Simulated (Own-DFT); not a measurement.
# Computed records: Si3N4 (beta silicon nitride, strained, atoms displaced)

All values are calculated (Own-DFT development build). A calculation, not a measurement: plane-wave PBE density functional theory by an unreviewed code, no spin, of a simulated periodic cell, stress positive in tension, free energy of the whole cell less one offset for each atom, forces on such cells moved up to 12 meV/angstrom on a denser k mesh; offsets are fitted by least squares, one for each functional and potential file, so energies compare only between cells with the same atoms and settings and are not formation energies; the far tail of each file's local potential was reset to the Coulomb form; each entry is a single point on an unrelaxed cell, so the pressure reflects the starting lattice, mostly measured values (interpolated for alloys), from which strain is counted, and rises with the displacements; printed positions are rounded, which can move forces by about a meV/angstrom; the program, named Own-DFT, is a retired in-house code; no spin-orbit coupling; before rounding, a Quantum ESPRESSO 7.3.1 run of the same cell and cutoff gave forces within 1 meV/angstrom rms on each cell, which checks the program and not the settings.

Settings shared by all entries: functional PBE; potential files PseudoDojo norm-conserving, scalar-relativistic, standard set; wave cutoff 42 hartree; occupations Fermi-Dirac; smearing width 0.1 eV; k mesh 2 x 2 x 4 centred on Gamma.

```json
{"entry": 1, "formula": "Si3N4", "kind": "beta silicon nitride, strained, atoms displaced", "structure": {"cell_angstrom": [[14.9408, 0.1024, 0.0457], [-7.3817, 13.0313, 0.0496], [0.0175, 0.032, 5.7981]], "atoms_fractional": [["Si", 0.08734, 0.38941, 0.13144], ["Si", 0.11452, 0.19825, 0.12091], ["Si", 0.30148, 0.416, 0.12037], ["Si", 0.41594, 0.1148, 0.38061], ["Si", 0.38457, 0.30124, 0.37662], ["Si", 0.19756, 0.08018, 0.37849], ["N", 0.16461, 0.01582, 0.12776], ["N", 0.47696, 0.14676, 0.1143], ["N", 0.35115, 0.33631, 0.12309], ["N", 0.3424, 0.4913, 0.37174], ["N", 0.02043, 0.35345, 0.38551], ["N", 0.1528, 0.17073, 0.36235], ["N", 0.16532, 0.33178, 0.12861], ["N", 0.33193, 0.17038, 0.37308], ["Si", 0.08845, 0.38585, 0.62547], ["Si", 0.1262, 0.20877, 0.6241], ["Si", 0.29931, 0.41816, 0.61453], ["Si", 0.41652, 0.12375, 0.87091], ["Si", 0.38576, 0.30329, 0.87769], ["Si", 0.20015, 0.08328, 0.8819], ["N", 0.16457, 0.01504, 0.62116], ["N", 0.48545, 0.15107, 0.61859], ["N", 0.34533, 0.328, 0.63999], ["N", 0.33118, 0.48305, 0.8579], ["N", 0.01227, 0.34761, 0.89245], ["N", 0.15402, 0.16783, 0.87276], ["N", 0.16751, 0.33446, 0.62061], ["N", 0.33597, 0.16829, 0.88729], ["Si", 0.08283, 0.88884, 0.11966], ["Si", 0.10901, 0.69764, 0.11789], ["Si", 0.29867, 0.90766, 0.12073], ["Si", 0.41235, 0.62094, 0.37375], ["Si", 0.38161, 0.8043, 0.3845], ["Si", 0.20906, 0.5895, 0.36961], ["N", 0.16866, 0.52193, 0.12601], ["N", 0.47985, 0.64929, 0.1318], ["N", 0.34374, 0.82862, 0.12975], ["N", 0.32923, 0.98171, 0.38781], ["N", 0.01427, 0.84748, 0.37295], ["N", 0.15286, 0.66513, 0.36243], ["N", 0.16782, 0.8351, 0.10757], ["N", 0.3304, 0.66136, 0.38837], ["Si", 0.08758, 0.88312, 0.61881], ["Si", 0.1177, 0.70181, 0.6219], ["Si", 0.301, 0.91168, 0.62576], ["Si", 0.41558, 0.61657, 0.8761], ["Si", 0.38387, 0.79886, 0.86995], ["Si", 0.19789, 0.59065, 0.8609], ["N", 0.16653, 0.52096, 0.61937], ["N", 0.48907, 0.65222, 0.64235], ["N", 0.34584, 0.83633, 0.62555], ["N", 0.33606, 0.98599, 0.87188], ["N", 0.0165, 0.85069, 0.87235], ["N", 0.15705, 0.66898, 0.87733], ["N", 0.16165, 0.82764, 0.62142], ["N", 0.33308, 0.66872, 0.87641], ["Si", 0.58684, 0.38901, 0.12033], ["Si", 0.62223, 0.20853, 0.12418], ["Si", 0.79327, 0.41816, 0.14338], ["Si", 0.91991, 0.12232, 0.35582], ["Si", 0.88505, 0.29711, 0.36987], ["Si", 0.69922, 0.09436, 0.37901], ["N", 0.66388, 0.01489, 0.11404], ["N", 0.98124, 0.14729, 0.12796], ["N", 0.84918, 0.33791, 0.11775], ["N", 0.83748, 0.48468, 0.3731], ["N", 0.51554, 0.35184, 0.38559], ["N", 0.65346, 0.16513, 0.38372], ["N", 0.66631, 0.33264, 0.11512], ["N", 0.82855, 0.16836, 0.37386], ["Si", 0.59253, 0.39275, 0.62533], ["Si", 0.61836, 0.20502, 0.62392], ["Si", 0.79915, 0.41363, 0.64383], ["Si", 0.90867, 0.10996, 0.87434], ["Si", 0.89006, 0.30381, 0.86376], ["Si", 0.6944, 0.08581, 0.87168], ["N", 0.66293, 0.01339, 0.61454], ["N", 0.97998, 0.14767, 0.6158], ["N", 0.85123, 0.334, 0.63414], ["N", 0.8381, 0.4852, 0.86822], ["N", 0.52193, 0.34775, 0.87389], ["N", 0.64604, 0.16517, 0.87822], ["N", 0.67469, 0.33973, 0.61676], ["N", 0.83192, 0.16778, 0.88835], ["Si", 0.58472, 0.88271, 0.13489], ["Si", 0.61213, 0.7071, 0.12646], ["Si", 0.79693, 0.90569, 0.1261], ["Si", 0.91673, 0.62099, 0.36641], ["Si", 0.87862, 0.78589, 0.37093], ["Si", 0.70593, 0.59095, 0.37566], ["N", 0.66306, 0.51805, 0.11383], ["N", 0.98566, 0.65368, 0.13003], ["N", 0.85287, 0.83877, 0.1177], ["N", 0.83349, 0.98004, 0.39065], ["N", 0.50592, 0.84341, 0.38125], ["N", 0.64864, 0.66192, 0.37904], ["N", 0.66559, 0.83542, 0.1296], ["N", 0.83749, 0.66525, 0.37368], ["Si", 0.58852, 0.88162, 0.62244], ["Si", 0.62756, 0.70739, 0.62407], ["Si", 0.80181, 0.91145, 0.63718], ["Si", 0.91758, 0.61176, 0.87125], ["Si", 0.88423, 0.79905, 0.85753], ["Si", 0.70486, 0.59213, 0.87789], ["N", 0.66246, 0.51334, 0.62454], ["N", 0.98284, 0.64806, 0.62611], ["N", 0.84686, 0.83276, 0.60834], ["N", 0.83589, 0.98748, 0.87512], ["N", 0.51692, 0.84888, 0.87501], ["N", 0.6485, 0.66272, 0.87011], ["N", 0.66783, 0.82933, 0.61723], ["N", 0.83582, 0.66494, 0.87677]]}, "results": {"free_energy_of_cell_above_offsets [eV]": "-5.672", "pressure [GPa]": 15.85, "stress_xx [GPa]": -18.47, "stress_yy [GPa]": -14.77, "stress_zz [GPa]": -14.31, "stress_yz [GPa]": 1.49, "stress_xz [GPa]": 0.65, "stress_xy [GPa]": 5.94, "force_element": ["Si", "Si", "Si", "Si", "Si", "Si", "N", "N", "N", "N", "N", "N", "N", "N", "Si", "Si", "Si", "Si", "Si", "Si", "N", "N", "N", "N", "N", "N", "N", "N", "Si", "Si", "Si", "Si", "Si", "Si", "N", "N", "N", "N", "N", "N", "N", "N", "Si", "Si", "Si", "Si", "Si", "Si", "N", "N", "N", "N", "N", "N", "N", "N", "Si", "Si", "Si", "Si", "Si", "Si", "N", "N", "N", "N", "N", "N", "N", "N", "Si", "Si", "Si", "Si", "Si", "Si", "N", "N", "N", "N", "N", "N", "N", "N", "Si", "Si", "Si", "Si", "Si", "Si", "N", "N", "N", "N", "N", "N", "N", "N", "Si", "Si", "Si", "Si", "Si", "Si", "N", "N", "N", "N", "N", "N", "N", "N"], "force_x [eV/angstrom]": [1.842, -1.746, -2.678, -3.368, 0.625, 1.368, -0.727, 4.729, 0.136, -0.054, -2.575, 1.706, 0.468, 0.753, -0.042, -2.995, 0.123, -0.334, 3.058, 2.265, -0.443, 1.858, -2.089, 0.649, 3.225, -0.08, 0.657, -3.049, 3.042, 3.333, -3.913, 2.484, 0.935, -2.526, -0.301, 2.367, 2.163, 0.877, -1.378, -1.369, -1.431, -0.294, 0.075, -0.3, -6.235, -2.279, 1.432, 6.057, -0.381, 1.063, 3.574, 0.424, -1.771, -5.106, 1.766, -0.048, 0.422, -2.259, 2.196, -5.144, -0.601, 7.696, -0.894, 3.749, 0.028, -0.116, 0.389, -7.194, -1.18, 2.301, 0.225, -1.3, 1.182, -0.719, -1.473, 3.748, -0.577, 2.751, -1.126, -0.353, -2.713, -0.291, -2.095, -0.673, -1.639, 1.114, -3.526, 1.953, 0.151, 0.385, 0.657, -0.719, 3.59, 0.249, 2.845, -0.439, 1.045, -3.249, -0.767, -3.765, -3.53, -2.211, 1.336, 1.787, 0.766, 1.993, 2.493, 0.206, -1.007, -0.96, 0.245, -0.525], "force_y [eV/angstrom]": [-0.035, 2.575, -0.351, -0.258, -2.022, 4.783, -0.865, 1.853, 0.92, -1.858, -0.985, -1.914, 1.04, -1.898, 0.635, -1.647, -2.061, -3.026, -2.94, 2.293, -1.524, 0.916, 2.384, 1.995, 2.245, -0.822, 1.501, 0.599, -1.867, 4.021, 3.358, -0.432, -4.212, -1.154, -2.031, 1.08, -0.462, 1.087, -0.39, 0.585, -1.122, 5.29, -0.02, -0.4, 2.508, -0.539, -1.257, -2.531, -2.604, 0.533, -2.677, -0.082, -0.106, 2.377, 1.807, -0.471, -1.447, -2.387, -2.444, -3.932, 0.922, -6.428, -0.469, 1.264, 0.278, 2.864, 0.82, 4.916, 2.405, -0.309, -4.732, 1.407, -0.415, 4.353, -3.988, 0.088, 0.146, 1.39, 1.077, 1.016, -0.232, 0.372, -2.187, -0.376, 1.726, -1.958, 5.408, -3.721, 5.596, -3.072, 0.198, -1.012, -3.617, 1.583, 1.583, 1.235, -1.118, -1.714, 0.295, -2.425, 2.463, 0.788, -1.253, -1.608, 5.73, 0.7, -2.408, -5.038, -0.018, 1.684, 3.02, 1.159], "force_z [eV/angstrom]": [-0.264, -0.652, -0.248, -2.306, 0.934, -1.185, 0.125, 3.452, 1.01, -0.958, -1.206, 2.492, -0.352, 0.456, 2.238, -1.291, 0.216, -0.912, 0.91, -1.825, 2.278, 0.723, -3.553, 2.765, -1.982, 0.025, 0.14, -0.671, 0.461, 1.0, 0.369, 3.486, -1.542, -0.31, -1.78, -1.385, -0.89, -2.996, -0.032, 1.285, 0.562, 0.037, 0.282, -1.066, 1.757, -0.22, 1.443, 2.127, 0.447, -3.443, 1.318, 0.231, -0.985, -1.061, -0.09, -0.266, 1.673, 0.808, -3.775, 7.031, -0.035, -1.907, 2.778, -5.901, 1.147, 2.998, -1.55, -1.478, 0.762, -0.144, -0.395, 0.619, -3.845, -1.232, 4.169, -0.668, 0.99, 1.288, -3.736, 3.903, -0.278, -1.043, 0.057, -0.891, -1.226, -0.328, 2.046, 2.925, -1.245, -0.572, 2.6, -2.818, -0.283, -3.223, -0.071, -2.152, -0.17, -0.001, 0.291, 0.387, -1.809, 1.009, 1.747, -1.658, 0.108, -1.629, 1.245, 1.219, 0.381, 2.408, 0.644, -0.27]}}
{"entry": 2, "formula": "Si3N4", "kind": "beta silicon nitride, strained, atoms displaced", "structure": {"cell_angstrom": [[15.43, 0.1117, -0.0124], [-7.6183, 12.9028, -0.0236], [-0.0047, -0.0131, 5.8828]], "atoms_fractional": [["Si", 0.08413, 0.37408, 0.1241], ["Si", 0.1214, 0.20299, 0.11841], ["Si", 0.30276, 0.41605, 0.13808], ["Si", 0.41297, 0.11919, 0.37051], ["Si", 0.37676, 0.29735, 0.3798], ["Si", 0.20435, 0.0821, 0.38128], ["N", 0.16564, 0.01018, 0.12722], ["N", 0.47863, 0.13958, 0.13584], ["N", 0.35238, 0.33871, 0.11424], ["N", 0.3294, 0.48409, 0.36933], ["N", 0.01515, 0.34812, 0.38453], ["N", 0.15281, 0.16298, 0.38001], ["N", 0.16359, 0.33348, 0.117], ["N", 0.333, 0.16297, 0.36413], ["Si", 0.07893, 0.37866, 0.61796], ["Si", 0.11464, 0.20318, 0.6388], ["Si", 0.29657, 0.41253, 0.62148], ["Si", 0.42125, 0.11799, 0.87647], ["Si", 0.38476, 0.292, 0.86888], ["Si", 0.19626, 0.08931, 0.86883], ["N", 0.17158, 0.02517, 0.63161], ["N", 0.48133, 0.14486, 0.62785], ["N", 0.34654, 0.33212, 0.63385], ["N", 0.33561, 0.4855, 0.87437], ["N", 0.02012, 0.35134, 0.88198], ["N", 0.15074, 0.16659, 0.88028], ["N", 0.17288, 0.33179, 0.61605], ["N", 0.34021, 0.17135, 0.87232], ["Si", 0.0828, 0.88642, 0.12097], ["Si", 0.11826, 0.69982, 0.12485], ["Si", 0.29547, 0.91548, 0.12082], ["Si", 0.40778, 0.61435, 0.37665], ["Si", 0.38672, 0.79773, 0.37141], ["Si", 0.19908, 0.58522, 0.36455], ["N", 0.16612, 0.5117, 0.12588], ["N", 0.48339, 0.64873, 0.13193], ["N", 0.35762, 0.83635, 0.1169], ["N", 0.33528, 0.9827, 0.36968], ["N", 0.01153, 0.84813, 0.39088], ["N", 0.14936, 0.66504, 0.371], ["N", 0.16177, 0.8303, 0.12101], ["N", 0.33129, 0.66496, 0.37003], ["Si", 0.08493, 0.88691, 0.61266], ["Si", 0.11948, 0.71008, 0.63149], ["Si", 0.29792, 0.9072, 0.62702], ["Si", 0.41227, 0.612, 0.87524], ["Si", 0.38025, 0.80029, 0.8607], ["Si", 0.19974, 0.58445, 0.86936], ["N", 0.17123, 0.5256, 0.63207], ["N", 0.49087, 0.65208, 0.62942], ["N", 0.35187, 0.83847, 0.62288], ["N", 0.32999, 0.97922, 0.87537], ["N", 0.01751, 0.85459, 0.88327], ["N", 0.15006, 0.66908, 0.87646], ["N", 0.17149, 0.83535, 0.62891], ["N", 0.33501, 0.66299, 0.87914], ["Si", 0.58699, 0.38019, 0.1267], ["Si", 0.61948, 0.20568, 0.12784], ["Si", 0.80097, 0.41834, 0.11792], ["Si", 0.90962, 0.11537, 0.34728], ["Si", 0.88697, 0.3015, 0.36335], ["Si", 0.69974, 0.08718, 0.37989], ["N", 0.66146, 0.01685, 0.11913], ["N", 0.98444, 0.15458, 0.11545], ["N", 0.85174, 0.33414, 0.13132], ["N", 0.83055, 0.48361, 0.36126], ["N", 0.50966, 0.34815, 0.37235], ["N", 0.656, 0.17114, 0.37526], ["N", 0.67508, 0.33688, 0.12166], ["N", 0.83289, 0.16989, 0.38212], ["Si", 0.58973, 0.38413, 0.63087], ["Si", 0.60876, 0.20025, 0.63024], ["Si", 0.80201, 0.41322, 0.61853], ["Si", 0.91672, 0.12189, 0.86653], ["Si", 0.87829, 0.29175, 0.88078], ["Si", 0.70867, 0.09179, 0.87655], ["N", 0.67245, 0.02149, 0.62177], ["N", 0.98481, 0.15313, 0.62493], ["N", 0.84757, 0.33526, 0.62569], ["N", 0.83287, 0.48318, 0.87695], ["N", 0.52337, 0.35212, 0.88014], ["N", 0.64972, 0.16277, 0.87921], ["N", 0.66795, 0.33024, 0.63974], ["N", 0.83615, 0.16601, 0.86547], ["Si", 0.58177, 0.88505, 0.13072], ["Si", 0.61489, 0.70266, 0.11782], ["Si", 0.7969, 0.91429, 0.12028], ["Si", 0.92003, 0.62313, 0.37668], ["Si", 0.88901, 0.79757, 0.37253], ["Si", 0.70426, 0.5859, 0.37498], ["N", 0.66176, 0.51606, 0.11392], ["N", 0.98382, 0.65185, 0.1272], ["N", 0.85285, 0.83803, 0.13629], ["N", 0.83576, 0.98503, 0.3804], ["N", 0.51445, 0.85191, 0.37667], ["N", 0.64718, 0.66224, 0.38449], ["N", 0.66844, 0.82589, 0.12504], ["N", 0.83038, 0.67219, 0.38338], ["Si", 0.58217, 0.879, 0.61433], ["Si", 0.61763, 0.7061, 0.6168], ["Si", 0.79646, 0.90903, 0.62721], ["Si", 0.91272, 0.61421, 0.87936], ["Si", 0.88021, 0.79743, 0.87017], ["Si", 0.70419, 0.59044, 0.86258], ["N", 0.66016, 0.50992, 0.62516], ["N", 0.98094, 0.6522, 0.61341], ["N", 0.84826, 0.8337, 0.60763], ["N", 0.83583, 0.98815, 0.87937], ["N", 0.51767, 0.84664, 0.85578], ["N", 0.65464, 0.6659, 0.88135], ["N", 0.65762, 0.82371, 0.62094], ["N", 0.82809, 0.66647, 0.87183]]}, "results": {"free_energy_of_cell_above_offsets [eV]": "-7.473", "pressure [GPa]": 6.12, "stress_xx [GPa]": -1.12, "stress_yy [GPa]": -13.28, "stress_zz [GPa]": -3.95, "stress_yz [GPa]": -1.46, "stress_xz [GPa]": -0.48, "stress_xy [GPa]": 4.07, "force_element": ["Si", "Si", "Si", "Si", "Si", "Si", "N", "N", "N", "N", "N", "N", "N", "N", "Si", "Si", "Si", "Si", "Si", "Si", "N", "N", "N", "N", "N", "N", "N", "N", "Si", "Si", "Si", "Si", "Si", "Si", "N", "N", "N", "N", "N", "N", "N", "N", "Si", "Si", "Si", "Si", "Si", "Si", "N", "N", "N", "N", "N", "N", "N", "N", "Si", "Si", "Si", "Si", "Si", "Si", "N", "N", "N", "N", "N", "N", "N", "N", "Si", "Si", "Si", "Si", "Si", "Si", "N", "N", "N", "N", "N", "N", "N", "N", "Si", "Si", "Si", "Si", "Si", "Si", "N", "N", "N", "N", "N", "N", "N", "N", "Si", "Si", "Si", "Si", "Si", "Si", "N", "N", "N", "N", "N", "N", "N", "N"], "force_x [eV/angstrom]": [-1.097, -2.348, -2.197, -0.014, 2.408, -0.093, -0.386, 3.646, 0.649, 0.373, -1.373, -1.04, 4.329, -1.851, 4.13, -0.28, 0.285, -3.394, 0.697, 5.159, -0.5, 0.899, 0.353, -0.102, -3.189, -0.676, -3.739, -0.632, 2.373, -2.656, 0.19, 2.695, -1.008, 1.394, -0.916, 0.051, -2.293, -0.323, 1.794, -0.31, 0.285, -0.766, 2.689, -0.696, -2.546, 1.008, 4.553, 1.865, -0.853, -3.187, 1.911, 0.619, -2.245, 1.223, -3.025, -2.583, 0.197, -0.346, 0.064, -0.261, 0.156, 1.369, 0.623, 1.834, -1.29, 0.844, 1.243, -1.757, -2.322, 0.604, -0.46, 2.871, -3.473, 0.57, 1.238, -0.81, -0.535, 0.939, 3.248, 0.735, -2.825, -1.055, -0.639, -1.202, 2.424, 0.69, 0.043, -4.201, -3.636, -1.856, 0.926, 1.189, 0.575, -0.426, -0.624, 0.808, -2.712, 3.337, 2.529, 1.462, -2.283, -1.58, 0.438, -0.604, 0.982, 3.158, 0.732, 0.047, -2.546, -2.277, 0.957, 3.625], "force_y [eV/angstrom]": [2.931, 0.522, -1.352, -2.175, -0.456, 2.282, 3.471, 2.548, -1.106, 0.286, -0.314, 0.255, -0.921, 1.333, 2.457, -0.828, 0.99, -2.149, 5.287, -0.249, -4.719, 0.473, 0.263, -2.471, -1.489, 0.032, 0.785, -5.382, -2.565, 1.443, -2.359, 1.754, -0.646, 0.56, -0.362, -0.155, 1.166, 0.244, 1.148, 0.062, 1.018, 0.648, 0.534, -3.374, 3.935, 2.795, -2.578, 2.422, -5.264, -1.991, -1.608, 2.508, -0.947, -1.331, 1.732, 1.53, 1.894, -1.129, -2.281, 0.634, -1.416, 1.068, -0.025, 0.437, 1.33, 2.235, -0.045, -0.184, -1.024, -0.859, -2.185, -0.098, 0.298, -1.605, 3.016, -1.976, -2.909, 0.189, -1.134, 1.278, -2.084, 0.67, 1.51, 0.027, -1.044, -4.208, -1.039, -2.211, 0.92, -0.217, -0.188, 0.137, 0.266, -0.426, -0.111, -0.47, 5.74, -3.354, 2.136, -6.341, 0.928, 1.387, 0.852, -2.714, 3.253, 1.081, 0.277, -1.008, 0.01, 1.36, 8.458, 0.278], "force_z [eV/angstrom]": [1.128, 4.011, -4.771, 1.802, -1.497, -2.44, -0.404, -2.076, 1.402, 2.968, -3.302, -0.544, 0.461, 0.467, 3.632, -3.239, 1.485, 0.901, 1.169, 3.484, -1.043, -1.175, -1.049, 0.138, -1.989, -0.972, 0.181, 0.11, 1.709, 0.422, 0.928, 0.55, -0.804, 1.55, -0.772, -0.523, 0.952, 1.638, -3.199, 1.402, 0.486, 0.361, 4.568, -1.478, -1.135, -0.045, 2.338, 3.785, -4.496, -0.584, -2.079, -1.255, -3.482, -0.803, -0.605, -0.61, 0.986, 0.204, 0.844, 3.688, 3.753, -1.377, 1.223, -0.035, -2.652, 2.716, 0.892, 0.842, 0.39, -1.177, -1.086, -0.546, -0.122, -0.201, -1.255, -0.799, 1.003, -1.549, -0.01, -2.235, -1.124, -0.407, -0.86, 0.681, -3.27, 1.894, 1.602, -2.269, -0.283, -0.953, 1.3, -0.904, -2.355, -1.05, -1.084, -2.145, 0.023, -0.428, 1.785, 1.641, -0.413, -0.969, 0.718, 1.589, -0.889, 4.33, 2.769, -1.162, 2.866, -1.823, -0.009, 0.044]}}
```
